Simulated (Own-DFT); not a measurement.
# How strain changes the stress of 2H SiC, 72 atoms (C36Si36)

All numbers below are calculated, not measured. The program, named Own-DFT, is a retired in-house plane-wave density functional code that no person has reviewed. Each row is one single-point run on a periodic cell that was not relaxed, without spin or spin-orbit coupling.

Settings of every run: PBE; PseudoDojo norm-conserving scalar-relativistic files; cutoff 42 hartree; 4 x 4 x 3 k mesh centred on Gamma; Fermi-Dirac smearing of 0.1 eV.

Known limits: forces on such cells passed a denser k mesh, each cell not checked; stress not checked against mesh or cutoff.

Unstrained cell vectors in Å: (9.248, 0.000, 0.000); (-4.624, 8.009, 0.000); (0.000, 0.000, 10.068). The unstrained cell has measured lattice constants (interpolated for alloys), not those of this functional. That, the random moves and any unrelaxed bonds set the pressure at no strain. Each run strains this cell uniformly, with the atoms carried along. Every atom was also moved at random, by a Gaussian of width 0.05 Å on each axis. Strain is the symmetric tensor, in per cent. Stress is positive in tension, and the pressure is minus a third of its trace.

| run | e_xx (%) | e_yy (%) | e_zz (%) | e_yz (%) | e_xz (%) | e_xy (%) | s_xx (GPa) | s_yy (GPa) | s_zz (GPa) | s_yz (GPa) | s_xz (GPa) | s_xy (GPa) | P (GPa) | E (meV/atom) |
|---|---|---|---|---|---|---|---|---|---|---|---|---|---|---|
| 1 | 0.28 | -1.58 | -0.50 | 0.98 | 1.59 | -0.62 | -5.57 | -12.10 | -11.93 | 2.31 | 6.27 | -4.04 | 9.87 | 25.6 |
| 2 | 0.79 | -0.76 | -1.44 | 0.49 | 1.54 | -0.62 | -1.16 | -7.62 | -17.41 | 2.23 | 4.63 | -2.02 | 8.73 | 18.4 |
| 3 | -1.82 | 1.44 | 1.54 | -0.49 | 1.34 | -0.61 | -11.67 | 3.18 | 0.49 | -1.37 | 4.10 | -2.34 | 2.67 | 2.2 |
| 4 | 0.66 | 1.38 | 0.88 | -1.43 | 0.84 | 1.13 | 1.74 | 2.97 | -1.74 | -4.39 | 2.85 | 4.89 | -0.99 | 3.8 |
| 5 | -0.35 | -0.96 | -1.46 | -0.45 | 1.07 | -1.05 | -8.20 | -11.33 | -19.29 | -1.85 | 4.85 | -5.16 | 12.94 | 54.2 |
| 6 | -1.91 | -1.88 | 0.47 | -0.95 | -1.18 | 0.61 | -17.03 | -17.78 | -7.00 | -2.23 | -4.45 | 1.46 | 13.94 | 44.9 |
| 7 | 1.78 | -1.95 | 0.31 | -1.04 | 0.33 | 1.62 | 3.12 | -13.34 | -4.94 | -2.28 | 0.22 | 7.04 | 5.05 | 11.8 |
| 8 | -0.66 | -0.48 | -0.70 | 0.24 | 1.81 | -0.96 | -7.73 | -8.51 | -12.66 | 0.62 | 6.27 | -3.33 | 9.63 | 18.0 |
| 9 | -0.64 | 1.89 | -0.43 | 0.42 | 1.63 | 1.92 | -6.10 | 4.17 | -9.93 | 0.71 | 5.28 | 8.05 | 3.95 | 17.9 |
| 10 | 0.34 | 0.37 | -1.57 | 0.14 | 0.54 | -1.32 | -2.75 | -3.40 | -17.13 | 0.78 | 1.72 | -6.06 | 7.76 | 25.0 |
| 11 | -0.70 | 0.22 | -0.50 | 1.93 | 1.87 | -0.23 | -6.76 | -4.33 | -10.63 | 5.31 | 4.53 | -0.47 | 7.24 | 11.3 |
| 12 | 0.18 | 1.18 | -0.04 | -1.74 | 0.27 | -0.10 | -3.23 | 2.59 | -6.14 | -5.35 | 1.94 | -0.07 | 2.26 | 0.0 |
| 13 | -1.43 | 0.45 | -0.44 | 1.14 | 0.10 | -1.62 | -14.27 | -3.89 | -9.26 | 4.85 | 0.98 | -9.29 | 9.14 | 24.9 |
| 14 | -0.63 | 0.63 | 0.39 | 0.13 | -1.04 | 0.51 | -7.65 | -2.49 | -3.86 | 1.00 | -3.54 | 1.76 | 4.66 | 8.6 |
| 15 | 0.78 | 0.63 | -1.89 | 1.50 | 0.68 | 1.50 | -1.34 | -0.61 | -18.51 | 4.63 | 1.09 | 8.34 | 6.82 | 21.7 |
| 16 | 0.48 | 1.53 | -0.14 | 1.63 | -0.68 | 1.76 | -1.93 | 3.13 | -6.23 | 5.44 | -1.27 | 6.97 | 1.68 | 21.1 |
| 17 | 1.32 | 0.92 | 0.29 | -0.82 | -1.68 | -1.38 | ? | ? | ? | ? | ? | ? | ? | ? |

E is the free energy for each atom above the lowest run shown.

## Worked fit

Each stress component was fitted by least squares to a constant and the strains of the runs shown, as fractions, with shears doubled. Shear strains stay in the fit of a normal stress only where such slopes are resolved. The slopes, in GPa:

```
stress,at no strain,per e_xx,per e_yy,per e_zz,scatter
s_xx,-4.6,545 ± 29,98 ± 23,56 ± 32,1.09
s_yy,-4.7,109 ± 23,541 ± 18,35 ± 25,0.85
s_zz,-7.5,69 ± 29,67 ± 22,636 ± 31,1.06
```

Each shear stress against twice its own strain: yz 157 ± 8, xz 154 ± 14, xy 232 ± 14 GPa. These are stiffnesses along x, y and z of the frame in which the cell vectors are given, which need not be the crystal's axes. The atoms are held to the strained lattice; where symmetry lets them move under strain, relaxing them would lower some slopes. The table should be nearly symmetric about its diagonal, and what it lacks of that shows the noise. A ninth of its sum, 240 ± 6 GPa, estimates the bulk modulus near the mean pressure of these runs, 6.6 GPa, so it lies above the value at zero pressure.

## Withheld run

Question: what normal stresses and pressure should run 17 give?

The fit gives s_xx = 3.6, s_yy = 1.8, s_zz = -4.2 and P = -0.4 GPa. The calculation gave 3.44, 1.74, -7.57 and P = 0.80 GPa.
